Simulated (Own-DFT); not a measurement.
# Which defects push the lattice out? D0_22 TiAl3

Calculated, not measured: single-point runs of Own-DFT, a retired in-house plane-wave DFT program that no person has reviewed, on unrelaxed cells, without spin or spin-orbit coupling.

Common settings: PBE; PseudoDojo norm-conserving scalar-relativistic files; cutoff 42 hartree; 4 x 4 x 4 k mesh centred on Gamma; cold (Marzari-Vanderbilt) smearing of 0.2 eV.

Keep in mind: forces on such cells failed a check on a denser k mesh; stress not checked against mesh or cutoff.

All runs share one cell, with vectors in Å (-2.365, -6.981, 4.326); (-7.667, 3.491, 1.442); (-2.950, -3.488, -7.241) and a volume of 625.4 Å³. u is the rms random offset of the atoms per axis. The defect's site can differ from row to row.

```
cell,formula,u (Å),P (GPa)
no defect,Al30Ti10,0.0190,1.96
no defect,Al30Ti10,0.0203,1.98
no defect,Al30Ti10,0.0478,2.63
two Al on a Ti site each,Al32Ti8,0.0299,2.91
two Al on a Ti site each,Al32Ti8,0.0304,?
two Al on a Ti site each,Al32Ti8,0.0509,3.39
two Al on a Ti site each,Al32Ti8,0.0548,3.62
one Ti vacancy,Al30Ti9,0.0299,1.83
one Ti vacancy,Al30Ti9,0.0499,2.09
one Ti vacancy,Al30Ti9,0.0563,2.31
two Ti on an Al site each,Al28Ti12,0.0287,3.34
two Ti on an Al site each,Al28Ti12,0.0299,3.34
two Ti on an Al site each,Al28Ti12,0.0488,3.76
two Al vacancies,Al28Ti10,0.0272,1.13
two Al vacancies,Al28Ti10,0.0459,1.25
two Al vacancies,Al28Ti10,0.0523,1.78
```

## Fit

P = P0 + c u² + a shift for each defect gives P0 = 1.90 GPa, c = 284 ± 33 GPa/Å² and a scatter of 0.11 GPa. The shifts, and each times the cell's volume:

- two Ti on an Al site each: 1.19 ± 0.09 GPa, 4.7 eV (2.3 eV for each of its 2 sites)
- two Al on a Ti site each: 0.80 ± 0.10 GPa, 3.1 eV (1.6 eV for each of its 2 sites)
- one Ti vacancy: -0.44 ± 0.10 GPa, -1.7 eV
- two Al vacancies: -1.04 ± 0.09 GPa, -4.1 eV (-2.0 eV for each of its 2 sites)

Positive is outwards. The product with the volume (160.2 GPa Å³ to the eV) is nearly free of the cell's size; divided by the bulk modulus at the cell's pressure it gives the volume that the defect adds. The atoms around the defects weren't relaxed, which would change these numbers.

## Check

Question: what pressure belongs in the blank (two Al on a Ti site each, u = 0.0304 Å)?

The fit gives 2.96 ± 0.13 GPa. Computed: 2.94 GPa.
